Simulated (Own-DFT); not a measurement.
# Computed records: Al3GaN4 (wurtzite random alloy, strained, atoms displaced)

A calculation, not a measurement: plane-wave PBEsol density functional theory by an unreviewed code, no spin, of a simulated periodic cell, stress positive in tension, free energy of the whole cell less one offset for each atom, forces on such cells passed a denser k mesh, this cell's mesh not checked; offsets are fitted by least squares, one for each functional and potential file, so energies compare only between cells with the same atoms and settings and are not formation energies; the far tail of each file's local potential was reset to the Coulomb form; each entry is a single point on an unrelaxed cell, so the pressure reflects the starting lattice, mostly measured values, from which strain is counted, and rises with the displacements; printed positions are rounded, which can move forces by about a meV/angstrom; the program is a retired in-house code; no spin-orbit coupling. Program: Own-DFT development build.

Settings shared by all entries: functional PBEsol; potential files PseudoDojo norm-conserving, scalar-relativistic, made for PBE, standard set; wave cutoff 42 hartree; occupations Fermi-Dirac; smearing width 0.1 eV; hardware one NVIDIA H100; k mesh 4 x 4 x 3 centred on Gamma.

(1) Al3GaN4 (wurtzite random alloy, strained, atoms displaced)

```
Al3GaN4
1.0
      9.1119     0.0000     0.0000
     -4.5560     7.8912     0.0000
      0.0000     0.0000    10.0655
Al Ga N Al Ga N Al N Ga Al N Al Ga N Ga Al N Al N Al N Ga Al N Al Ga N Al Ga N Al N Al N Al N Al Ga N Al N Al N Al N
1 1 2 1 1 2 2 2 1 1 2 1 1 2 1 1 2 2 2 2 2 1 1 2 1 1 2 1 1 2 2 2 2 2 2 2 1 1 2 2 2 2 2 2 2
Direct
  0.10376 0.21425 0.99371
  0.21426 0.10001 0.25838
  0.12245 0.22890 0.18808
  0.23281 0.11920 0.43806
  0.10550 0.22392 0.50368
  0.22389 0.11102 0.74101
  0.11406 0.21916 0.69204
  0.21979 0.10884 0.94376
  0.11400 0.55543 0.99978
  0.22596 0.44970 0.24798
  0.10553 0.55339 0.19673
  0.22582 0.43570 0.44039
  0.10006 0.55089 0.49173
  0.22205 0.43446 0.75513
  0.11012 0.55839 0.67903
  0.22406 0.44560 0.92808
  0.10091 0.87722 0.00260
  0.22701 0.78235 0.25978
  0.12285 0.89014 0.19597
  0.22680 0.78895 0.44546
  0.10375 0.88838 0.49770
  0.23287 0.79054 0.74709
  0.12306 0.88933 0.68914
  0.21920 0.77815 0.94014
  0.44169 0.21936 0.99393
  0.54547 0.09883 0.25743
  0.45337 0.22435 0.18976
  0.56215 0.12045 0.44285
  0.44191 0.21344 0.49760
  0.54606 0.12026 0.75236
  0.44372 0.22082 0.67435
  0.54764 0.10764 0.93954
  0.44391 0.55697 0.00730
  0.54900 0.43224 0.25611
  0.45083 0.56516 0.18198
  0.55676 0.44901 0.43969
  0.45033 0.56045 0.49739
  0.56822 0.45466 0.75223
  0.45367 0.55260 0.69113
  0.55519 0.43438 0.94413
  0.43887 0.89231 0.99856
  0.55467 0.77195 0.24811
  0.45015 0.88428 0.18435
  0.55381 0.78476 0.43973
  0.43552 0.90143 0.50177
  0.54904 0.78022 0.74957
  0.45173 0.88696 0.68310
  0.55448 0.77922 0.93830
  0.78714 0.23854 0.00621
  0.89171 0.10726 0.25329
  0.77147 0.21752 0.19085
  0.89091 0.10997 0.45032
  0.77271 0.21917 0.49701
  0.88981 0.11282 0.75264
  0.78084 0.22837 0.69248
  0.87326 0.10460 0.94121
  0.78108 0.55182 0.99284
  0.88750 0.43671 0.24870
  0.78075 0.55690 0.19635
  0.90130 0.44451 0.43867
  0.79047 0.56721 0.49432
  0.88119 0.44640 0.74678
  0.76985 0.55639 0.68086
  0.88330 0.43584 0.94122
  0.77392 0.87077 0.00152
  0.89498 0.77974 0.24947
  0.79183 0.88927 0.18378
  0.88866 0.76981 0.44337
  0.76549 0.87254 0.49585
  0.88925 0.77651 0.75393
  0.77599 0.88362 0.69423
  0.89201 0.78058 0.94522
```

Results for Al3GaN4 (wurtzite random alloy, strained, atoms displaced): free energy of cell above offsets -18.263 eV; pressure 18.62 GPa; stress xx -23.24 GPa; stress yy -22.96 GPa; stress zz -9.65 GPa; stress yz -0.7 GPa; stress xz -2.16 GPa; stress xy 0.12 GPa; wall time 535.5 s.

Force:
| element | x (eV/Å) | y (eV/Å) | z (eV/Å) |
| --- | --- | --- | --- |
| Al | -0.354 | 0.611 | 0.905 |
| Ga | 0.798 | 3.261 | -1.558 |
| N | -1.717 | -0.492 | -0.666 |
| N | -2.361 | -1.002 | 1.572 |
| Al | 1.938 | -0.155 | 0.456 |
| Ga | 0.703 | -0.016 | 2.202 |
| N | -2.169 | 0.377 | -1.003 |
| N | -0.102 | -1.04 | -0.768 |
| Al | -0.109 | -0.142 | 0.152 |
| Al | 0.505 | -0.644 | 0.955 |
| N | 2.274 | 0.885 | -2.244 |
| N | -0.352 | 1.768 | -1.249 |
| Ga | 5.9 | 2.687 | 2.499 |
| Al | -0.351 | 2.291 | -3.192 |
| N | 0.34 | -0.074 | 2.681 |
| N | -0.963 | -0.863 | 3.084 |
| Al | 1.97 | 2.62 | 0.912 |
| Ga | 1.439 | -1.267 | -0.63 |
| N | -2.475 | -1.686 | -2.286 |
| N | -0.223 | -1.389 | -0.921 |
| Ga | 0.986 | 1.694 | 1.505 |
| Al | 1.12 | -3.011 | 0.594 |
| N | -2.903 | -0.904 | -0.265 |
| N | 0.031 | -0.6 | -0.7 |
| Al | -0.322 | -0.864 | 2.351 |
| Al | 0.74 | 1.418 | -1.423 |
| N | -0.626 | -1.656 | -0.578 |
| N | -0.615 | -1.746 | -1.495 |
| Al | -0.22 | 3.357 | -0.313 |
| Al | 3.051 | -1.206 | 0.026 |
| N | 0.193 | 0.8 | 1.684 |
| N | 0.937 | 1.097 | -0.79 |
| Ga | 0.331 | -0.499 | -3.186 |
| Al | 0.353 | 2.178 | -0.643 |
| N | 0.17 | -3.64 | 2.925 |
| N | 1.284 | -0.525 | -0.139 |
| Al | -0.884 | -0.676 | 1.394 |
| Ga | -1.959 | -2.689 | 0.944 |
| N | -3.212 | 1.148 | -1.008 |
| N | 0.176 | 1.891 | -0.777 |
| Al | 1.415 | -0.537 | 0.309 |
| Ga | 1.24 | 2.217 | 1.125 |
| N | -1.438 | 0.988 | 0.122 |
| N | -1.233 | -0.566 | -0.243 |
| Al | 3.305 | -0.71 | 0.695 |
| Al | 2.44 | -1.343 | 0.806 |
| N | -2.273 | 2.108 | 0.435 |
| N | -0.323 | 0.274 | -0.212 |
| Al | -0.839 | -5.529 | 0.381 |
| Al | -0.129 | 1.005 | -0.33 |
| N | 0.768 | -1.79 | 0.218 |
| N | -0.913 | -1.588 | -1.928 |
| Al | 1.904 | 1.214 | 1.94 |
| Al | -0.802 | -0.713 | 0.027 |
| N | -0.885 | -1.09 | -0.859 |
| N | 1.456 | 0.163 | 0.034 |
| Al | -1.074 | 0.098 | 2.559 |
| Ga | -1.362 | 0.218 | 0.955 |
| N | -1.08 | 0.087 | -1.589 |
| N | -6.234 | -2.908 | -1.231 |
| Al | -0.691 | -5.221 | 0.831 |
| Al | 1.843 | 0.512 | -0.142 |
| N | 3.803 | 1.868 | -0.065 |
| N | 0.874 | 3.879 | -1.897 |
| Al | -2.68 | 2.941 | -0.205 |
| Al | 0.49 | -1.069 | 0.459 |
| N | -0.787 | 0.272 | 1.056 |
| N | -1.907 | 2.987 | -2.708 |
| Al | 0.954 | 2.273 | 2.068 |
| Al | 0.405 | 0.636 | -0.645 |
| N | 0.129 | 0.549 | -0.912 |
| N | 0.298 | -2.52 | -2.063 |

(2) Al3GaN4 (wurtzite random alloy, strained, atoms displaced)

```
Al3GaN4
1.0
      9.1119     0.0000     0.0000
     -4.5560     7.8912     0.0000
      0.0000     0.0000    10.0655
Al N Al Ga N Al N Al N Al N Al N Al N Ga N Al N Ga Al N Ga N Al N Al N Al Ga N Al Ga N Al N Al N Al Ga N
2 2 1 1 2 2 2 2 2 2 2 2 2 2 2 2 2 2 2 1 1 2 2 2 2 2 2 2 1 1 2 1 1 2 2 2 2 2 1 1 2
Direct
  0.10231 0.21993 0.99953
  0.22143 0.10930 0.25803
  0.11873 0.23284 0.19598
  0.21751 0.10943 0.43579
  0.10727 0.21960 0.50143
  0.21643 0.10537 0.75237
  0.11805 0.21410 0.69238
  0.22805 0.11552 0.93954
  0.11397 0.55462 0.99980
  0.22699 0.45249 0.24778
  0.11142 0.55135 0.18738
  0.22826 0.44798 0.44388
  0.10968 0.55362 0.49172
  0.23056 0.45117 0.74791
  0.10880 0.54766 0.69594
  0.22571 0.43864 0.94335
  0.11977 0.89540 0.00157
  0.21625 0.78371 0.24234
  0.11068 0.88496 0.18897
  0.21924 0.76053 0.44894
  0.10678 0.88516 0.49826
  0.22150 0.78542 0.74848
  0.10437 0.88319 0.69275
  0.22721 0.77801 0.93216
  0.43928 0.22234 0.00229
  0.55606 0.11802 0.24349
  0.43709 0.21741 0.19083
  0.56571 0.11813 0.44003
  0.44578 0.21694 0.49144
  0.56923 0.11169 0.75023
  0.44208 0.21979 0.69413
  0.55682 0.10931 0.93525
  0.44875 0.55863 0.99335
  0.55870 0.43723 0.24804
  0.44119 0.55611 0.18808
  0.54475 0.44120 0.44318
  0.44886 0.56460 0.49787
  0.55265 0.43730 0.75835
  0.43647 0.55917 0.68287
  0.55389 0.44168 0.94684
  0.45514 0.88945 0.00649
  0.55983 0.78747 0.24646
  0.43931 0.89054 0.19479
  0.56947 0.79106 0.44279
  0.44719 0.88931 0.49761
  0.54738 0.77147 0.74852
  0.43616 0.88155 0.68574
  0.56382 0.78420 0.93750
  0.77676 0.22179 0.00294
  0.88067 0.09525 0.24484
  0.77852 0.22142 0.19993
  0.88731 0.11294 0.44382
  0.75823 0.20021 0.50672
  0.89682 0.11453 0.74328
  0.77263 0.22667 0.69414
  0.89028 0.10717 0.93656
  0.77481 0.55074 0.00809
  0.89508 0.45154 0.24793
  0.77638 0.54805 0.19676
  0.88618 0.44571 0.43520
  0.77443 0.55049 0.49624
  0.88384 0.44295 0.75500
  0.77727 0.55381 0.69337
  0.89740 0.43712 0.94174
  0.78007 0.89021 0.99544
  0.89245 0.77801 0.24169
  0.76711 0.87836 0.19243
  0.91124 0.79382 0.44737
  0.78129 0.88321 0.50044
  0.88621 0.78098 0.73862
  0.77230 0.88354 0.69335
  0.88739 0.77744 0.93807
```

The calculation gives: free energy of cell above offsets -18.436 eV; pressure 18.76 GPa; stress xx -28.52 GPa; stress yy -21.72 GPa; stress zz -6.03 GPa; stress yz 0.51 GPa; stress xz -0.58 GPa; stress xy -2.7 GPa; wall time 552.5 s.

Force:
| element | x (eV/Å) | y (eV/Å) | z (eV/Å) |
| --- | --- | --- | --- |
| Al | 2.025 | 0.437 | 1.11 |
| Al | -1.184 | 0.536 | -1.492 |
| N | -0.725 | -2.792 | -1.151 |
| N | 0.263 | -0.875 | 0.963 |
| Al | 0.481 | 1.058 | 0.004 |
| Ga | 2.573 | -0.623 | 0.78 |
| N | -2.342 | 3.154 | -2.138 |
| N | -1.45 | -0.726 | 1.304 |
| Al | 0.895 | 0.467 | -0.512 |
| Al | 0.225 | -0.73 | 1.641 |
| N | 0.328 | 2.422 | -0.895 |
| N | -1.45 | -1.384 | -1.586 |
| Al | -0.266 | -3.227 | 2.778 |
| Al | -1.575 | -1.989 | 1.042 |
| N | -1.115 | 0.881 | -1.079 |
| N | -0.436 | 0.946 | -1.223 |
| Al | -0.445 | -1.091 | -1.303 |
| Al | 2.718 | -2.721 | 2.416 |
| N | -1.638 | 1.842 | -0.897 |
| N | -0.736 | 5.159 | -2.768 |
| Al | 5.516 | 2.123 | 2.479 |
| Al | 0.674 | -2.262 | -0.025 |
| N | 1.312 | 0.749 | -2.156 |
| N | -0.623 | 0.043 | 1.646 |
| Al | 1.259 | -0.585 | -0.107 |
| Al | 0.712 | -0.833 | 1.569 |
| N | 0.469 | 0.255 | -0.557 |
| N | -2.713 | -3.407 | -2.738 |
| Ga | -1.56 | 0.398 | 2.662 |
| Ga | -4.489 | -2.542 | 0.818 |
| N | 0.736 | 0.243 | -0.927 |
| N | -0.404 | 1.291 | 2.204 |
| Al | -0.682 | 0.022 | 1.749 |
| Al | -2.735 | 0.974 | 1.14 |
| N | 1.878 | 0.178 | -0.722 |
| N | 2.575 | 0.967 | -2.152 |
| Ga | -0.414 | 0.036 | 0.222 |
| Al | -0.443 | 0.896 | -1.249 |
| N | 2.979 | -0.522 | 1.945 |
| N | 0.731 | 0.344 | -0.734 |
| Ga | -1.917 | 0.018 | -0.8 |
| Ga | -2.148 | -2.966 | 2.222 |
| N | -0.51 | 1.027 | -0.134 |
| N | -0.771 | -0.387 | -1.096 |
| Al | -0.754 | -0.338 | 0.56 |
| Al | 0.022 | 1.195 | 0.223 |
| N | 1.032 | 0.885 | -0.424 |
| N | 0.332 | -1.658 | -0.723 |
| Al | 0.619 | -0.719 | 0.345 |
| Al | 0.614 | 3.131 | 1.89 |
| N | 0.148 | -1.124 | -2.471 |
| N | 0.271 | -1.165 | -0.641 |
| Al | 3.988 | 4.398 | 0.558 |
| Ga | -1.188 | -0.326 | 0.894 |
| N | 3.778 | 1.109 | -2.441 |
| N | -1.274 | 0.465 | 0.794 |
| Al | 1.109 | 0.732 | -1.335 |
| Ga | 1.253 | -1.946 | 1.653 |
| N | -1.664 | 2.137 | -1.8 |
| N | 0.272 | -1.194 | 1.391 |
| Al | -0.023 | 0.644 | 1.056 |
| Al | 1.42 | 1.065 | -0.101 |
| N | -0.998 | -1.227 | -1.182 |
| N | -2.365 | 0.762 | 0.31 |
| Al | 0.645 | -0.468 | 0.39 |
| Al | -0.845 | -0.603 | 1.803 |
| N | 3.825 | 1.548 | -2.557 |
| N | -5.505 | -4.617 | -3.389 |
| Al | 0.248 | 1.733 | 0.858 |
| Ga | 0.567 | -1.696 | 2.58 |
| N | -2.16 | 0.947 | -1.905 |
| N | 1.055 | -0.476 | 1.413 |

(3) Al3GaN4 (wurtzite random alloy, strained, atoms displaced)

```
Al3GaN4
1.0
      9.1119     0.0000     0.0000
     -4.5560     7.8912     0.0000
      0.0000     0.0000    10.0655
Al Ga N Al Ga N Al N Al N Ga Al N Ga Al N Ga Al N Al Ga N Al N Al N Al N Al N Ga N Al N Ga Al N Al N Al N Al N
1 1 2 1 1 2 2 2 2 2 1 1 2 1 1 2 1 1 2 1 1 2 2 2 2 2 2 2 2 2 2 2 2 2 1 1 2 2 2 2 2 2 2
Direct
  0.11362 0.22274 0.99419
  0.22124 0.11404 0.25210
  0.10271 0.20717 0.19159
  0.22202 0.10602 0.43215
  0.11372 0.22706 0.49744
  0.22508 0.11826 0.75067
  0.10550 0.22120 0.67754
  0.22573 0.11600 0.93944
  0.10330 0.55344 0.00416
  0.22058 0.43943 0.24542
  0.11685 0.55540 0.19153
  0.22022 0.44391 0.44033
  0.10950 0.55078 0.50141
  0.21566 0.44512 0.75333
  0.11672 0.54808 0.68837
  0.22915 0.44898 0.93750
  0.11207 0.87831 0.00270
  0.22318 0.77093 0.25793
  0.10848 0.88027 0.17982
  0.23411 0.78090 0.42731
  0.11664 0.89203 0.49932
  0.20982 0.77242 0.74837
  0.10380 0.88692 0.69563
  0.22534 0.77936 0.95142
  0.44841 0.22358 0.99839
  0.56370 0.12452 0.25017
  0.44670 0.23047 0.18609
  0.56231 0.11609 0.43631
  0.43830 0.22534 0.50413
  0.56441 0.11907 0.75715
  0.44662 0.22273 0.67926
  0.54508 0.10110 0.94319
  0.43471 0.54674 0.00123
  0.55896 0.44533 0.25146
  0.44793 0.56586 0.19553
  0.55102 0.44358 0.44613
  0.44614 0.55468 0.50245
  0.55566 0.44557 0.75356
  0.42540 0.54556 0.68892
  0.55317 0.44569 0.93267
  0.44258 0.88060 0.99443
  0.55692 0.77974 0.24949
  0.44637 0.88994 0.19468
  0.55955 0.77363 0.43175
  0.43756 0.88061 0.49705
  0.55478 0.78324 0.74782
  0.43687 0.87637 0.69770
  0.54960 0.77439 0.94401
  0.77617 0.21829 0.99728
  0.87777 0.11291 0.24691
  0.76581 0.22045 0.19448
  0.88806 0.11489 0.43633
  0.77766 0.22012 0.49051
  0.89837 0.11626 0.75257
  0.78358 0.22844 0.69165
  0.88770 0.11711 0.94411
  0.78059 0.54814 0.99320
  0.88754 0.44795 0.24534
  0.76865 0.55296 0.19053
  0.88196 0.44095 0.43936
  0.78492 0.55782 0.50227
  0.88930 0.44759 0.74946
  0.78710 0.56255 0.68403
  0.89092 0.43860 0.92844
  0.78035 0.89198 0.00095
  0.89331 0.78438 0.25052
  0.78164 0.89030 0.18261
  0.88758 0.76625 0.44212
  0.77333 0.88667 0.49753
  0.89451 0.77638 0.75172
  0.77955 0.89335 0.68808
  0.87977 0.77510 0.93676
```

It finds free energy of cell above offsets -20.428 eV; pressure 17.79 GPa; stress xx -23.71 GPa; stress yy -19.12 GPa; stress zz -10.56 GPa; stress yz 0.58 GPa; stress xz 0.32 GPa; stress xy 0.51 GPa; wall time 542.6 s.

Force:
| element | x (eV/Å) | y (eV/Å) | z (eV/Å) |
| --- | --- | --- | --- |
| Al | -0.309 | 0.028 | 1.696 |
| Ga | 1.742 | -1.706 | -1.41 |
| N | -1.226 | 3.165 | -2.238 |
| N | -0.633 | 1.731 | 2.201 |
| Al | -0.293 | -1.141 | -0.854 |
| Ga | 0.096 | -0.292 | -0.03 |
| N | 0.62 | 0.817 | 1.653 |
| N | -0.796 | -0.953 | -0.36 |
| Al | 1.769 | 0.337 | -0.094 |
| Al | 0.687 | -0.285 | 1.261 |
| N | -1.603 | -1.133 | -0.85 |
| N | 0.55 | 0.363 | -1.22 |
| Al | -0.361 | 0.323 | -0.569 |
| Al | 1.723 | -1.617 | 0.139 |
| N | -3.595 | 1.899 | -0.626 |
| N | -2.709 | -1.483 | 0.194 |
| Ga | -2.606 | 2.114 | -1.049 |
| Al | -0.045 | 1.571 | -4.036 |
| N | 0.351 | 0.051 | 3.739 |
| N | -1.991 | -1.874 | 3.882 |
| Ga | -0.206 | -1.322 | 0.642 |
| Al | 1.788 | 0.084 | 1.264 |
| N | 1.93 | 0.667 | -1.265 |
| N | 0.594 | -2.767 | -3.337 |
| Ga | -0.798 | 0.167 | 0.939 |
| Al | -3.421 | -3.394 | 1.033 |
| N | 0.458 | -0.35 | 0.626 |
| N | -1.894 | -1.16 | 0.589 |
| Al | 1.859 | -0.653 | -2.069 |
| Ga | -0.662 | -1.464 | -1.359 |
| N | 0.01 | 0.603 | 2.354 |
| N | 1.277 | 0.389 | -0.422 |
| Al | 2.037 | 2.278 | 1.166 |
| Al | -2.038 | 0.326 | 1.243 |
| N | 0.28 | -2.815 | -1.569 |
| N | 1.314 | 0.284 | -1.243 |
| Al | -1.042 | 0.177 | -0.008 |
| Al | -0.476 | 0.468 | -2.295 |
| N | 2.87 | 1.628 | 0.016 |
| N | 0.105 | 0.159 | 0.477 |
| Al | -0.189 | 0.775 | 2.727 |
| Al | 0.18 | 1.096 | -0.42 |
| N | -0.384 | 0.852 | -1.053 |
| N | -0.992 | 0.196 | 1.478 |
| Al | 2.403 | 2.089 | 0.829 |
| Al | 1.677 | -2.038 | 1.244 |
| N | -1.949 | 1.716 | -2.088 |
| N | 1.947 | -0.369 | -1.37 |
| Ga | -1.996 | 0.292 | 1.516 |
| Ga | 1.446 | -0.836 | 0.795 |
| N | 2.019 | 3.105 | -2.449 |
| N | 1.249 | -1.14 | 0.504 |
| Al | -0.394 | 0.442 | 2.227 |
| Al | -1.702 | -0.814 | -0.419 |
| N | 0.865 | -0.379 | -1.036 |
| N | 2.796 | -1.474 | -1.777 |
| Ga | -1.632 | 0.902 | 1.39 |
| Al | 0.174 | 0.003 | 1.311 |
| N | 2.066 | 1.163 | -0.758 |
| N | 1.517 | 0.877 | -0.923 |
| Al | -1.495 | -1.877 | -0.111 |
| Al | 0.692 | -0.253 | -1.645 |
| N | -0.917 | -1.003 | 1.324 |
| N | 0.317 | 0.722 | 1.199 |
| Al | -0.895 | -0.815 | -0.367 |
| Al | -0.141 | -0.939 | -0.026 |
| N | -0.482 | -0.746 | 0.884 |
| N | -0.886 | 2.612 | -1.503 |
| Al | 1.139 | 0.61 | 0.536 |
| Al | -3.048 | 0.183 | 0.192 |
| N | 0.202 | -0.524 | 0.131 |
| N | 1.054 | 0.358 | -0.552 |
